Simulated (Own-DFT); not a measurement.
SiC (4H silicon carbide, strained, atoms displaced) (calculated)

All values are calculated (Own-DFT development build). A calculation, not a measurement: plane-wave PBE density functional theory by an unreviewed code, no spin, of a simulated periodic cell, stress positive in tension, free energy of the whole cell less one offset for each atom, forces on such cells passed a denser k mesh, this cell's mesh not checked; offsets are fitted by least squares, one for each functional and potential file, so energies compare only between cells with the same atoms and settings and are not formation energies; the far tail of each file's local potential was reset to the Coulomb form; each entry is a single point on an unrelaxed cell, so the pressure reflects the starting lattice, mostly measured values (interpolated for alloys), from which strain is counted, and rises with the displacements; printed positions are rounded, which can move forces by about a meV/angstrom; the program, named Own-DFT, is a retired in-house code; no spin-orbit coupling.

Settings shared by all entries: functional PBE; potential files PseudoDojo norm-conserving, scalar-relativistic, standard set; wave cutoff 42 hartree; occupations Fermi-Dirac; smearing width 0.1 eV; hardware one NVIDIA H100; k mesh 5 x 5 x 3 centred on Gamma.

```json
{"entry": 1, "formula": "SiC", "kind": "4H silicon carbide, strained, atoms displaced", "structure": {"cell_angstrom": [[6.1623, -0.0536, 0.1024], [-3.1276, 5.3742, -0.017], [0.1671, 0.0644, 10.1902]], "atoms_fractional": [["Si", 0.99861, 0.99567, 0.41006], ["Si", 0.16633, 0.33419, 0.15222], ["C", 0.99767, 0.99428, 0.09615], ["C", 0.17609, 0.32912, 0.34321], ["Si", 0.99385, 0.49123, 0.40237], ["Si", 0.17152, 0.83724, 0.15562], ["C", 0.99902, 0.504, 0.086], ["C", 0.16797, 0.83992, 0.34799], ["Si", 0.51533, 0.00426, 0.40746], ["Si", 0.66226, 0.33595, 0.15468], ["C", 0.49719, 0.98407, 0.09284], ["C", 0.66556, 0.32932, 0.33886], ["Si", 0.51414, 0.51608, 0.41016], ["Si", 0.66628, 0.84148, 0.15869], ["C", 0.50105, 0.49441, 0.09027], ["C", 0.64842, 0.82655, 0.34633], ["Si", 0.9866, 0.99563, 0.91438], ["Si", 0.82138, 0.67201, 0.65885], ["C", 0.00112, 0.00668, 0.58941], ["C", 0.82563, 0.65984, 0.8466], ["Si", 0.01507, 0.51146, 0.90573], ["Si", 0.82539, 0.17254, 0.66431], ["C", 0.98425, 0.48983, 0.60113], ["C", 0.84085, 0.17456, 0.84688], ["Si", 0.49598, 0.98736, 0.90423], ["Si", 0.34222, 0.66311, 0.6487], ["C", 0.51011, 0.00606, 0.59597], ["C", 0.33054, 0.66873, 0.84047], ["Si", 0.49469, 0.51211, 0.9123], ["Si", 0.33449, 0.16794, 0.65373], ["C", 0.48653, 0.49098, 0.59204], ["C", 0.32536, 0.16295, 0.84313]]}, "results": {"free_energy_of_cell_above_offsets [eV]": "-3.453", "pressure [GPa]": 1.61, "stress_xx [GPa]": -3.12, "stress_yy [GPa]": -2.49, "stress_zz [GPa]": 0.78, "stress_yz [GPa]": 2.88, "stress_xz [GPa]": 5.44, "stress_xy [GPa]": -2.96, "force_element": ["Si", "Si", "C", "C", "Si", "Si", "C", "C", "Si", "Si", "C", "C", "Si", "Si", "C", "C", "Si", "Si", "C", "C", "Si", "Si", "C", "C", "Si", "Si", "C", "C", "Si", "Si", "C", "C"], "force_x [eV/angstrom]": [-0.311, -0.225, -0.031, -1.039, 0.86, -0.718, 0.543, 0.78, -2.78, 0.818, -0.42, -0.067, -0.717, 0.553, -0.767, 2.527, 1.146, 1.465, -0.539, -0.024, -2.619, 1.882, 0.428, -0.421, -0.819, -3.022, -0.817, 1.759, 1.089, -0.595, 1.732, 0.349], "force_y [eV/angstrom]": [0.772, -0.119, 0.771, 0.486, 0.718, -0.933, -0.112, -1.095, 0.211, -0.814, 1.925, 0.876, -3.087, -1.828, 1.105, 1.242, 0.073, -0.183, -0.512, 1.064, -1.366, -0.63, 2.044, -0.706, 2.294, 0.491, -0.823, 0.207, -2.066, -1.278, 0.944, 0.33], "force_z [eV/angstrom]": [-1.005, 0.936, 0.329, -0.091, 0.937, 0.88, 1.72, -0.547, 0.563, -0.717, -0.397, 0.616, -1.101, 0.178, 1.274, -0.831, -1.931, 0.074, 1.577, -0.092, -0.526, -0.548, -1.585, 0.52, 0.109, 1.291, -0.716, -0.65, -1.847, 1.063, -0.176, 0.689], "wall_time [s]": 114.7}}
{"entry": 2, "formula": "SiC", "kind": "4H silicon carbide, strained, atoms displaced", "structure": {"cell_angstrom": [[6.2635, -0.0601, 0.1207], [-3.1838, 5.2945, -0.0884], [0.1971, -0.053, 10.1446]], "atoms_fractional": [["Si", 0.00746, 0.00051, 0.40282], ["Si", 0.16169, 0.33153, 0.15836], ["C", 0.98626, 0.99667, 0.09611], ["C", 0.18501, 0.33974, 0.33807], ["Si", 0.9976, 0.51124, 0.40729], ["Si", 0.17721, 0.8309, 0.15745], ["C", 0.01818, 0.50565, 0.09143], ["C", 0.176, 0.82499, 0.34619], ["Si", 0.50285, 0.0061, 0.41274], ["Si", 0.67418, 0.33884, 0.15973], ["C", 0.49263, 0.99001, 0.09653], ["C", 0.66456, 0.32971, 0.34721], ["Si", 0.50895, 0.52241, 0.4021], ["Si", 0.65786, 0.83076, 0.16254], ["C", 0.49688, 0.5047, 0.09224], ["C", 0.6788, 0.84644, 0.33337], ["Si", 0.0156, 0.00543, 0.9041], ["Si", 0.82956, 0.6549, 0.65654], ["C", 0.00743, 0.99342, 0.59074], ["C", 0.83697, 0.6708, 0.84596], ["Si", 0.00804, 0.49992, 0.90458], ["Si", 0.8233, 0.15925, 0.66395], ["C", 0.9973, 0.50181, 0.59809], ["C", 0.8197, 0.16534, 0.84173], ["Si", 0.49886, 0.99898, 0.91153], ["Si", 0.33712, 0.64845, 0.65402], ["C", 0.49646, 0.98224, 0.5888], ["C", 0.34254, 0.66849, 0.85356], ["Si", 0.49051, 0.48688, 0.91479], ["Si", 0.33555, 0.17341, 0.65401], ["C", 0.48066, 0.48606, 0.58944], ["C", 0.33265, 0.16311, 0.8512]]}, "results": {"free_energy_of_cell_above_offsets [eV]": "-2.534", "pressure [GPa]": 3.55, "stress_xx [GPa]": 3.36, "stress_yy [GPa]": -10.49, "stress_zz [GPa]": -3.52, "stress_yz [GPa]": -1.03, "stress_xz [GPa]": 6.76, "stress_xy [GPa]": -5.1, "force_element": ["Si", "Si", "C", "C", "Si", "Si", "C", "C", "Si", "Si", "C", "C", "Si", "Si", "C", "C", "Si", "Si", "C", "C", "Si", "Si", "C", "C", "Si", "Si", "C", "C", "Si", "Si", "C", "C"], "force_x [eV/angstrom]": [0.275, 0.676, 1.645, -1.64, 1.497, -2.426, -1.68, -0.994, 0.53, -0.404, 1.262, -0.182, 0.363, 0.354, 1.001, -0.137, -3.335, -0.647, -1.57, 0.074, -1.253, 0.78, 0.932, 1.971, -0.036, -2.832, -0.137, 0.207, 0.893, 0.609, 2.755, 1.449], "force_y [eV/angstrom]": [0.699, -0.126, 0.001, -0.006, -2.603, 0.254, -1.136, 1.98, -0.829, -0.203, 2.097, 1.692, -1.928, 0.357, -1.189, 0.184, -1.38, 1.185, 0.139, -1.182, 0.357, -0.036, -1.349, 0.086, -0.076, 1.722, 1.193, -1.166, 2.478, -2.925, 1.37, 0.338], "force_z [eV/angstrom]": [-0.033, -0.794, -0.532, 1.659, 0.708, 0.401, 0.35, -0.74, -1.719, -0.828, -0.138, -0.092, -0.111, -3.463, 1.73, 4.084, 1.436, 0.671, 0.522, -0.193, 0.172, -2.562, -0.732, 1.407, 0.071, 1.736, 2.146, -2.125, -1.145, 0.663, -0.564, -1.982], "wall_time [s]": 125.5}}
{"entry": 3, "formula": "SiC", "kind": "4H silicon carbide, strained, atoms displaced", "structure": {"cell_angstrom": [[6.0782, -0.0716, 0.0257], [-3.1012, 5.2694, 0.0914], [0.042, 0.1966, 10.1717]], "atoms_fractional": [["Si", 0.02257, 0.01321, 0.40021], ["Si", 0.16816, 0.31924, 0.15647], ["C", 0.99949, 0.98911, 0.08824], ["C", 0.1633, 0.34429, 0.3347], ["Si", 0.9933, 0.49583, 0.40732], ["Si", 0.157, 0.82728, 0.16104], ["C", 0.0036, 0.50453, 0.09043], ["C", 0.16743, 0.83117, 0.35369], ["Si", 0.49682, 0.999, 0.41471], ["Si", 0.66088, 0.33142, 0.15377], ["C", 0.49663, 0.00109, 0.09416], ["C", 0.6696, 0.35944, 0.34041], ["Si", 0.48837, 0.49446, 0.40259], ["Si", 0.66728, 0.83088, 0.16305], ["C", 0.4953, 0.48717, 0.08945], ["C", 0.67985, 0.83039, 0.349], ["Si", 0.98639, 0.98939, 0.90758], ["Si", 0.83311, 0.65581, 0.64964], ["C", 0.99408, 0.00614, 0.59381], ["C", 0.83486, 0.67123, 0.83304], ["Si", 0.00599, 0.50977, 0.90467], ["Si", 0.84151, 0.16637, 0.64986], ["C", 0.00702, 0.50085, 0.58259], ["C", 0.82811, 0.16226, 0.83345], ["Si", 0.50853, 0.00422, 0.90668], ["Si", 0.3437, 0.67983, 0.64846], ["C", 0.51653, 0.0131, 0.59939], ["C", 0.33447, 0.66929, 0.84541], ["Si", 0.49847, 0.50357, 0.91303], ["Si", 0.31744, 0.15473, 0.6526], ["C", 0.48761, 0.49428, 0.59432], ["C", 0.35188, 0.16782, 0.84831]]}, "results": {"free_energy_of_cell_above_offsets [eV]": "-2.263", "pressure [GPa]": 10.28, "stress_xx [GPa]": -14.24, "stress_yy [GPa]": -14.57, "stress_zz [GPa]": -2.02, "stress_yz [GPa]": 5.74, "stress_xz [GPa]": 1.1, "stress_xy [GPa]": -4.41, "force_element": ["Si", "Si", "C", "C", "Si", "Si", "C", "C", "Si", "Si", "C", "C", "Si", "Si", "C", "C", "Si", "Si", "C", "C", "Si", "Si", "C", "C", "Si", "Si", "C", "C", "Si", "Si", "C", "C"], "force_x [eV/angstrom]": [-2.03, -1.883, -1.098, 0.458, -0.308, 1.4, 0.228, 0.471, 1.614, 1.171, 1.004, 0.757, 0.371, -0.842, -0.083, -1.632, 1.634, -1.186, 1.757, 0.21, -0.859, -0.509, -0.14, 1.629, -0.58, -0.001, -2.112, 0.739, 0.489, 1.459, 0.899, -3.029], "force_y [eV/angstrom]": [-0.983, 0.944, 0.328, -0.631, 0.09, -0.076, -1.11, 0.786, 1.082, -0.055, -0.624, -3.067, 1.018, -0.271, 1.803, 1.48, 1.357, 0.504, -1.921, -0.637, -1.199, 1.304, 0.401, 1.344, -0.908, -1.773, -0.37, 0.274, -0.872, 1.475, 0.143, 0.163], "force_z [eV/angstrom]": [1.781, -1.794, 1.647, 0.937, -1.348, -0.561, 0.629, -1.862, -1.406, 0.269, 0.651, 0.097, 1.479, -0.947, 1.643, -0.467, -1.986, 0.2, -2.085, 1.525, -0.497, 1.869, 1.93, 1.659, 0.221, 2.186, -2.051, -0.999, -3.012, 2.497, -1.297, -0.906], "wall_time [s]": 130.5}}
```
